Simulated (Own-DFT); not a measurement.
# A layer strained by its substrate: wurtzite AlN, 72 atoms (Al36N36)

Source: density functional calculations with Own-DFT, an unreviewed in-house program that is no longer used. Nothing was measured or relaxed, and spin and spin-orbit coupling are left out.

Method: PBE; PseudoDojo norm-conserving scalar-relativistic files; cutoff 42 hartree; 4 x 4 x 3 k mesh centred on Gamma; Gaussian smearing of 0.01 eV.

Caveats: k mesh not checked against a denser one; stress not checked against mesh or cutoff.

Unstrained cell vectors in Å: (9.336, 0.000, 0.000); (-4.668, 8.085, 0.000); (0.000, 0.000, 9.964). The unstrained cell has measured lattice constants (interpolated for alloys), not those of this functional. That, the random moves and any unrelaxed bonds set the pressure at no strain. Each run strains x and y alike by e, as a substrate would, and holds the height along z. All atoms carry random offsets, Gaussian with a width of 0.05 Å per axis. Stress is positive in tension.

| e (%) | u (Å) | (s_xx + s_yy)/2 (GPa) | s_zz (GPa) |
|---|---|---|---|
| -3.00 | 0.048 | -25.16 | -11.57 |
| -2.00 | 0.048 | -18.27 | -8.32 |
| -1.00 | 0.054 | -11.36 | -9.08 |
| -0.75 | 0.048 | -10.08 | -6.11 |
| -0.50 | 0.046 | -7.84 | -7.60 |
| 1.25 | 0.053 | ? | ? |
| 2.00 | 0.048 | 5.81 | -4.34 |
| 2.25 | 0.050 | 5.74 | -1.88 |
| 2.75 | 0.049 | 8.49 | -1.46 |
| 3.00 | 0.049 | 9.07 | -0.64 |

## Working it out

With e as a fraction, the in-plane stress is -5.2 + 578 e - 3131 e² GPa (errors 7 and 472, scatter 0.44), and s_zz is -6.2 + 166 e GPa (slope ± 17, scatter 1.07). At e = 0 the first slope is C11 + C12 and the second 2 C13, both with the ions held to the strained lattice and at the cell's own pressure. The term in e² is negative: the layer stiffens under compression and softens under tension. A free layer would change its height as e changes, and the in-plane slope would drop by 2 C13²/C33 to the biaxial modulus. At fixed height, a misfit of 1 % moves the in-plane stress by about 5.8 GPa and s_zz by 1.7 GPa.

## Test on the hidden row

Asked: what are the two stresses at e = 1.25 %?

The fit gives 1.5 and -4.1 GPa. DFT gave 0.42 and -2.89 GPa.
